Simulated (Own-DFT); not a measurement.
# What a plane-wave calculation costs

Wall times of single-point runs (energy, forces and, in most, stress) with one build of Own-DFT, an in-house plane-wave density functional program, since retired. Each ran alone on one NVIDIA H200 card, with norm-conserving files, no spin and no use of crystal symmetry. The k points are those left after time reversal, where it was used. Plane waves for each k point are estimated as V (2 E)^(3/2) / (6 π²) in atomic units.

```
cell,atoms,valence electrons,cutoff (hartree),volume (Å³),k mesh,k points,plane waves,time (s)
In4P4,8,72,36,202,5x5x5,63,14100,106
In30P34,64,560,36,1617,3x3x3,14,112600,1175
In33P31,64,584,36,1617,3x3x3,14,112600,1193
Ga33P31,64,584,42,1295,3x3x3,14,113600,1063
Ga24In8P32,64,576,42,1398,3x3x3,14,122600,1163
In46P50,96,848,36,2426,2x3x3,10,168900,2185
In48P46,94,854,36,2426,2x3x3,10,168900,2107
Ga46P50,96,848,42,1943,2x3x3,10,170500,2059
As30In32,62,866,42,1779,3x3x3,14,156100,2175
As32GaIn31,64,896,42,1779,3x3x3,14,156100,2203
In31P33,64,568,36,1617,3x3x3,14,112600,?
```

## Worked fit

Take the size N = k points x plane waves x valence electrons. A line through log(time) against log(N) has a slope of 0.92 ± 0.04 and a scatter of a factor 1.13. Part of the scatter may come from the number of self-consistent steps, which isn't shown. Times belong to this build alone.

## Withheld run

Question: how long should the last run take? Its N is 8.95e+08.

The line gives about 1184 s. It took 1177 s.
